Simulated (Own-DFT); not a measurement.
SiGe (diamond-structure random alloy, atoms displaced) (calculated)

All values are calculated (Own-DFT development build). A calculation, not a measurement: plane-wave density functional theory by an unreviewed code, no spin, of a simulated periodic cell, stress positive in tension, run twice, with PBE and with PBEsol, both on files made for PBE, so the change isn't that of files made for PBEsol, forces on such cells passed a denser k mesh, this cell's mesh not checked; the far tail of each file's local potential was reset to the Coulomb form; each entry is a single point on an unrelaxed cell, so the pressure reflects the starting lattice, mostly measured values (interpolated for alloys), from which strain is counted, and rises with the displacements; printed positions are rounded, which can move forces by about a meV/angstrom; the program, named Own-DFT, is a retired in-house code; no spin-orbit coupling; stress was not checked against mesh or cutoff.

Entry: SiGe (diamond-structure random alloy, atoms displaced)

```
SiGe
1.0
     11.0890     0.0000     0.0000
      0.0000    11.0890     0.0000
      0.0000     0.0000    11.0890
Ge Si Ge Si Ge Si Ge Si Ge Si Ge Si Ge Si Ge Si Ge Si Ge Si Ge Si Ge Si Ge Si Ge Si Ge Si
4 1 2 7 1 2 1 1 1 1 3 2 2 2 3 1 1 2 1 1 1 4 1 1 2 2 5 2 4 3
Direct
  0.99977 0.99885 0.00226
  0.00055 0.25569 0.25210
  0.24715 0.99847 0.24996
  0.24871 0.24647 0.00277
  0.12489 0.12791 0.12766
  0.12781 0.37676 0.37495
  0.37638 0.12310 0.37828
  0.37687 0.37975 0.12124
  0.00017 0.99666 0.50444
  0.00194 0.25267 0.74947
  0.25890 0.99381 0.75591
  0.24954 0.24838 0.49907
  0.12580 0.12881 0.62230
  0.12590 0.37270 0.87763
  0.37554 0.12180 0.87673
  0.37754 0.36846 0.62473
  0.00334 0.50137 0.00141
  0.99749 0.75075 0.25166
  0.24916 0.50357 0.24671
  0.24836 0.75243 0.99600
  0.12636 0.62724 0.12405
  0.12448 0.87138 0.37494
  0.37604 0.62988 0.37278
  0.37946 0.87714 0.12842
  0.99934 0.49872 0.49757
  0.00109 0.74976 0.75206
  0.24793 0.49742 0.74913
  0.25323 0.74913 0.49598
  0.12666 0.62195 0.62461
  0.12615 0.88001 0.87324
  0.37520 0.62629 0.87553
  0.37418 0.87090 0.62749
  0.50097 0.99543 0.99642
  0.49919 0.24834 0.25324
  0.74615 0.00454 0.25429
  0.75093 0.25173 0.99855
  0.62539 0.12292 0.12500
  0.62603 0.37726 0.37833
  0.87751 0.12230 0.37547
  0.87640 0.37244 0.12574
  0.50341 0.00357 0.50013
  0.49911 0.25383 0.75117
  0.75161 0.00242 0.74857
  0.75138 0.25252 0.49892
  0.62213 0.12440 0.62741
  0.62449 0.37484 0.87465
  0.87415 0.12587 0.87650
  0.87681 0.37294 0.62420
  0.50059 0.50163 0.00088
  0.50117 0.74664 0.24873
  0.75300 0.49904 0.24726
  0.74816 0.74821 0.99964
  0.62530 0.62532 0.12455
  0.62754 0.87590 0.37404
  0.87946 0.62702 0.37582
  0.87490 0.87654 0.12968
  0.49780 0.50273 0.49616
  0.49946 0.75165 0.75021
  0.75105 0.49895 0.74784
  0.74702 0.74727 0.50021
  0.62907 0.62143 0.62506
  0.62221 0.87180 0.87796
  0.87489 0.62539 0.87439
  0.87379 0.87925 0.62569
```

- functional: PBE, then PBEsol
- potential files: PseudoDojo norm-conserving, scalar-relativistic, standard set
- wave cutoff: 42 hartree
- occupations: Fermi-Dirac
- smearing width: 0.1 eV
- k mesh: 3 x 3 x 3 centred on Gamma
- PBE pressure: 2.79 GPa
- PBE stress xx: -2.82 GPa
- PBE stress yy: -2.75 GPa
- PBE stress zz: -2.81 GPa
- PBE stress yz: 0.38 GPa
- PBE stress xz: -0.03 GPa
- PBE stress xy: 0.31 GPa
- PBEsol pressure: 0.5 GPa
- PBEsol stress xx: -0.52 GPa
- PBEsol stress yy: -0.46 GPa
- PBEsol stress zz: -0.52 GPa
- PBEsol stress yz: 0.36 GPa
- PBEsol stress xz: -0.03 GPa
- PBEsol stress xy: 0.29 GPa
- rms change of force components from PBE to PBEsol: 0.05 eV/Å

Force:
| force element | PBE force x (eV/Å) | PBE force y (eV/Å) | PBE force z (eV/Å) | PBEsol force x (eV/Å) | PBEsol force y (eV/Å) | PBEsol force z (eV/Å) |
| --- | --- | --- | --- | --- | --- | --- |
| Ge | 0.307 | 0.078 | 0.291 | 0.265 | 0.114 | 0.252 |
| Ge | 0.088 | -1.36 | 0.152 | 0.084 | -1.242 | 0.141 |
| Ge | 0.086 | 0.532 | -0.016 | 0.122 | 0.469 | 0.017 |
| Ge | 0.168 | 0.6 | 0.075 | 0.201 | 0.545 | 0.034 |
| Si | -0.358 | -0.326 | 0.106 | -0.352 | -0.316 | 0.101 |
| Ge | 0.411 | 0.458 | 0.275 | 0.352 | 0.407 | 0.225 |
| Ge | -0.182 | 0.219 | -0.176 | -0.211 | 0.178 | -0.204 |
| Si | 0.006 | -0.44 | 0.794 | -0.035 | -0.481 | 0.749 |
| Si | 0.055 | 0.634 | -0.252 | 0.103 | 0.581 | -0.298 |
| Si | 0.405 | -0.405 | 0.253 | 0.31 | -0.394 | 0.246 |
| Si | -1.444 | 0.855 | -0.926 | -1.325 | 0.849 | -0.917 |
| Si | 0.277 | 0.156 | 0.422 | 0.269 | 0.157 | 0.317 |
| Si | 0.187 | -0.778 | 0.74 | 0.188 | -0.775 | 0.735 |
| Si | -0.506 | 0.199 | -0.128 | -0.409 | 0.192 | -0.12 |
| Ge | 0.232 | 0.63 | -0.474 | 0.236 | 0.604 | -0.382 |
| Si | -0.28 | 0.736 | -0.538 | -0.313 | 0.769 | -0.501 |
| Si | -0.119 | 0.04 | -0.333 | -0.162 | -0.002 | -0.285 |
| Ge | 0.47 | -0.074 | -1.006 | 0.461 | -0.075 | -0.895 |
| Si | 0.327 | -0.127 | -0.301 | 0.317 | -0.128 | -0.209 |
| Ge | -0.155 | 0.257 | 0.605 | -0.076 | 0.247 | 0.584 |
| Si | -0.257 | -0.203 | 0.008 | -0.252 | -0.107 | 0.013 |
| Ge | -0.335 | 0.669 | 0.458 | -0.283 | 0.609 | 0.405 |
| Ge | 0.204 | -1.012 | -0.521 | 0.156 | -0.939 | -0.46 |
| Ge | -0.384 | -0.738 | -0.156 | -0.406 | -0.676 | -0.195 |
| Si | 0.522 | 0.335 | 0.637 | 0.469 | 0.284 | 0.581 |
| Si | 0.01 | 0.261 | -0.411 | 0.013 | 0.258 | -0.406 |
| Ge | 0.342 | -0.426 | -0.066 | 0.369 | -0.378 | -0.028 |
| Ge | -0.803 | -0.221 | 1 | -0.741 | -0.182 | 0.929 |
| Si | -0.711 | 0.325 | -0.271 | -0.613 | 0.318 | -0.264 |
| Si | -0.314 | -0.484 | -0.227 | -0.315 | -0.476 | -0.132 |
| Ge | 0.095 | -0.595 | -0.013 | 0.059 | -0.529 | -0.049 |
| Ge | 0.4 | 1.02 | -0.804 | 0.406 | 0.911 | -0.785 |
| Ge | 0.644 | 0.574 | 0.684 | 0.537 | 0.562 | 0.675 |
| Si | 0.151 | 0.401 | -0.868 | 0.144 | 0.389 | -0.775 |
| Ge | 0.95 | 0.026 | -0.775 | 0.886 | -0.028 | -0.717 |
| Si | -0.743 | -0.243 | 0.294 | -0.639 | -0.245 | 0.296 |
| Si | -0.31 | 0.897 | -0.308 | -0.306 | 0.794 | -0.297 |
| Ge | -0.295 | -0.303 | -0.346 | -0.248 | -0.256 | -0.371 |
| Si | 0.053 | 0.471 | 0.734 | 0.051 | 0.461 | 0.639 |
| Ge | -0.024 | 0.463 | -1.054 | -0.015 | 0.454 | -0.937 |
| Si | -0.435 | -0.892 | 0.272 | -0.422 | -0.875 | 0.265 |
| Si | 0.118 | -0.329 | 0.241 | 0.121 | -0.419 | 0.245 |
| Si | -0.477 | -0.746 | 0.553 | -0.482 | -0.649 | 0.554 |
| Si | 0.12 | -0.917 | 0.033 | 0.078 | -0.852 | 0.069 |
| Ge | 0.541 | 0.624 | -0.106 | 0.523 | 0.612 | -0.104 |
| Si | -0.137 | 0.089 | 0.362 | -0.089 | 0.136 | 0.31 |
| Ge | 0.09 | 0.259 | -0.521 | 0.127 | 0.219 | -0.469 |
| Ge | 0.24 | -0.037 | -0.31 | 0.189 | 0.008 | -0.266 |
| Si | 0.108 | -0.425 | -0.398 | 0.117 | -0.321 | -0.399 |
| Si | 0.3 | 0.701 | 0.1 | 0.297 | 0.689 | 0.098 |
| Ge | -0.164 | 0.243 | 0.496 | -0.158 | 0.236 | 0.479 |
| Ge | 0.754 | 0.63 | -0.065 | 0.689 | 0.57 | -0.016 |
| Ge | -0.388 | -0.353 | 0.137 | -0.299 | -0.34 | 0.13 |
| Ge | -1.12 | -0.377 | 0.245 | -1.017 | -0.365 | 0.236 |
| Ge | -0.512 | -0.696 | 0.247 | -0.536 | -0.634 | 0.197 |
| Si | -0.528 | -0.004 | -0.316 | -0.52 | -0.001 | -0.303 |
| Si | -0.123 | -0.529 | 0.83 | -0.08 | -0.472 | 0.775 |
| Ge | 0.766 | -0.479 | 0.18 | 0.693 | -0.5 | 0.139 |
| Ge | 0.285 | -0.27 | 0.913 | 0.273 | -0.253 | 0.803 |
| Ge | 0.919 | 0.739 | 0.248 | 0.857 | 0.683 | 0.207 |
| Ge | -1.28 | 0.064 | -0.193 | -1.2 | 0.095 | -0.162 |
| Si | 0.994 | 0.473 | -1.002 | 0.929 | 0.427 | -0.944 |
| Si | 0.601 | -0.192 | 0.149 | 0.499 | -0.197 | 0.147 |
| Si | 0.159 | -0.676 | 0.344 | 0.114 | -0.72 | 0.297 |
